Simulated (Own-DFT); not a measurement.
# PBE and PBEsol under strain: C40 NbSi2, 36 atoms (Nb12Si24)

No measurement is shown. These are fixed-geometry runs of a retired plane-wave code named Own-DFT, which no person has reviewed; spin and spin-orbit coupling are neglected.

Limits: forces on such cells failed a check on a denser k mesh; stress not checked against mesh or cutoff.

Each geometry was run with PBE and with PBEsol, otherwise alike: PseudoDojo norm-conserving scalar-relativistic files made for PBE; cutoff 42 hartree; 4 x 4 x 5 k mesh centred on Gamma; cold (Marzari-Vanderbilt) smearing of 0.2 eV. Unstrained cell vectors in Å: (0.000, 8.324, 0.000); (-9.613, 0.000, 0.000); (0.000, 0.000, 6.586). Each has a uniform strain, of which the change of volume is shown, and random moves of rms u per axis.

| run | volume change (%) | u (Å) | P with PBE (GPa) | P with PBEsol (GPa) |
|---|---|---|---|---|
| 1 | 2.07 | 0.0597 | 0.19 | -3.39 |
| 2 | -1.48 | 0.0461 | 5.49 | 1.77 |
| 3 | 1.68 | 0.0559 | -0.22 | -3.81 |
| 4 | 2.42 | 0.0504 | -0.70 | -4.26 |
| 5 | -2.45 | 0.0513 | 7.62 | 3.86 |
| 6 | -2.73 | 0.0449 | 7.73 | 3.96 |
| 7 | 2.23 | 0.0471 | -0.73 | -4.29 |
| 8 | 2.37 | 0.0479 | -1.13 | -4.68 |
| 9 | -0.81 | 0.0545 | 4.17 | 0.47 |
| 10 | -2.07 | 0.0480 | 6.99 | 3.24 |
| 11 | -1.21 | 0.0510 | 5.92 | ? |

The question: by how much does PBEsol shrink this cell, and what belongs in the blank?

## Worked answer

Write v for the change of volume as a fraction. Fitted to v and u², the PBE pressure has a slope of -173 ± 6 GPa in v, with the ions held to the strained lattice. The difference PBEsol less PBE is -3.66 + 4.2 v GPa (slope ± 0.1) and averages -3.65 GPa. Divided by the mean slope of the two, 171 GPa, that makes PBEsol's volume at a given pressure, near 1 GPa, about 2.1 % smaller, or 0.71 % in lengths. At one volume PBEsol's slope is the smaller by 4 GPa, but its pressure there is lower too. If stiffness rises by about 4 GPa for each GPa, PBEsol at equal pressure is stiffer by about 10 GPa. Files made for PBEsol would give a different shift.

For run 11 the line gives 2.21 GPa. The calculation gave 2.20 GPa.
